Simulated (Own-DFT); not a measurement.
# Forces on the neighbours of a vacancy: 3C SiC, 95 atoms (C47Si48), with one C vacancy

All numbers below are calculated, not measured. The program, named Own-DFT, is a retired in-house plane-wave density functional code that no person has reviewed. Each row is one single-point run on a periodic cell that was not relaxed, without spin or spin-orbit coupling.

Settings of every run: PBE; PseudoDojo norm-conserving scalar-relativistic files; cutoff 42 hartree; 3 x 4 x 4 k mesh centred on Gamma; Fermi-Dirac smearing of 0.1 eV.

Known limits: not probed for a lower state with spin; forces on such cells moved up to 12 meV/angstrom on a denser k mesh; stress not checked against mesh or cutoff.

Cell vectors in Å: (13.079, 0.000, 0.000); (0.000, 8.719, 0.000); (0.000, 0.000, 8.719). Every atom was also moved at random, by a Gaussian of width 0.03 Å on each axis. The defect's site can differ from row to row. The empty site has 4 nearest neighbours, all Si. For each, d is its distance from the empty site and R the part of its force along the line away from it, positive outwards. The last column is the rms force component on atoms over 4.5 Å away.

```
run  d1 (Å)  d2 (Å)  d3 (Å)  d4 (Å)  R1 (eV/Å)  R2 (eV/Å)  R3 (eV/Å)  R4 (eV/Å)  far F (eV/Å)
  1   1.832   1.867   1.885   1.893       0.88       0.35       0.16       0.57          0.83
  2   1.818   1.893   1.906   1.925       0.79       0.23      -0.09      -0.18          0.89
  3   1.843   1.872   1.882   1.896       0.45       0.27       0.41       0.10          0.77
  4   1.845   1.853   1.863   1.871       0.29       0.88       0.46       0.17          0.81
  5   1.873   1.884   1.885   1.921       0.30       0.22       0.23       0.15          0.82
  6   1.902   1.914   1.930   1.981       0.02      -0.39      -0.03      -0.48          0.86
  7   1.872   1.874   1.898   1.931       0.20       0.35       0.31       0.00          0.78
  8   1.876   1.894   1.915   1.922       0.05       0.27       0.21      -0.08          0.84
  9   1.825   1.852   1.877   1.954          ?          ?          ?          ?             ?
```

## Worked fit

A straight line through the 32 neighbours shown gives R = 0.22 - 7.6 (d - 1.888) eV/Å, with a scatter of 0.18 left by the moves of the other atoms. The slope, with an error of 1.0, is the pull back towards the neighbour's own site. The constant, 0.22 ± 0.03 eV/Å, is the force at the mean distance: with one bond gone, the neighbours are pushed outwards, away from the empty site. It shows how a relaxation would start, not where it would end, and it depends somewhat on the width of the random moves.

## Withheld run

Question: what mean R should the neighbours of run 9 feel? Their mean d is 1.877 Å.

The line gives 0.31 ± 0.07 eV/Å, by the scatter of the means of the runs shown. The calculation gave R = 0.72, 0.33, -0.05, -0.34, a mean of 0.16 eV/Å.
